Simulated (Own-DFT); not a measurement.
# One host, several defects: wurtzite GaN

The numbers are computed, not measured, by runs of the plane-wave DFT program Own-DFT (in-house, retired, unreviewed) at fixed positions, with no spin and no spin-orbit coupling.

Method: PBE; PseudoDojo norm-conserving scalar-relativistic files; cutoff 42 hartree; 4 x 4 x 3 k mesh centred on Gamma; Fermi-Dirac smearing of 0.1 eV.

Keep in mind (not all hold for every row): not probed for a lower state with spin; forces not confirmed at this smearing and k mesh; stress not checked against mesh or cutoff.

All runs share one cell, with vectors in Å (9.567, 0.000, 0.000); (-4.784, 8.285, 0.000); (0.000, 0.000, 10.370) and a volume of 822.0 Å³. Atoms were moved at random from their sites; u is the rms move along one axis. The defect's site can differ from row to row.

| cell | formula | u (Å) | P (GPa) |
|---|---|---|---|
| no defect | Ga36N36 | 0.0200 | 5.90 |
| no defect | Ga36N36 | 0.0207 | 5.96 |
| no defect | Ga36N36 | 0.0519 | 7.43 |
| one Ga on an N site | Ga37N35 | 0.0298 | 11.84 |
| one Ga on an N site | Ga37N35 | 0.0315 | 12.10 |
| one Ga on an N site | Ga37N35 | 0.0520 | ? |
| one Ga on an N site | Ga37N35 | 0.0530 | 13.75 |
| one N on a Ga site | Ga35N37 | 0.0314 | 5.47 |
| one N on a Ga site | Ga35N37 | 0.0517 | 6.57 |
| one N on a Ga site | Ga35N37 | 0.0541 | 6.98 |

## Worked fit

P = P0 + c u² + a shift for each defect gives P0 = 5.53 GPa, c = 764 ± 65 GPa/Å² and a scatter of 0.18 GPa. The shifts, and each times the cell's volume:

- one Ga on an N site: 5.83 ± 0.15 GPa, 29.9 eV
- one N on a Ga site: -0.87 ± 0.16 GPa, -4.5 eV

Positive is outwards. The product with the volume (160.2 GPa Å³ to the eV) is nearly free of the cell's size; divided by the bulk modulus at the cell's pressure it gives the volume that the defect adds. The atoms around the defects weren't relaxed, which would change these numbers.

## Test on the hidden row

The question: what pressure belongs in the blank (one Ga on an N site, u = 0.0520 Å)?

Estimate: 13.44 ± 0.22 GPa. DFT gave 13.35 GPa.
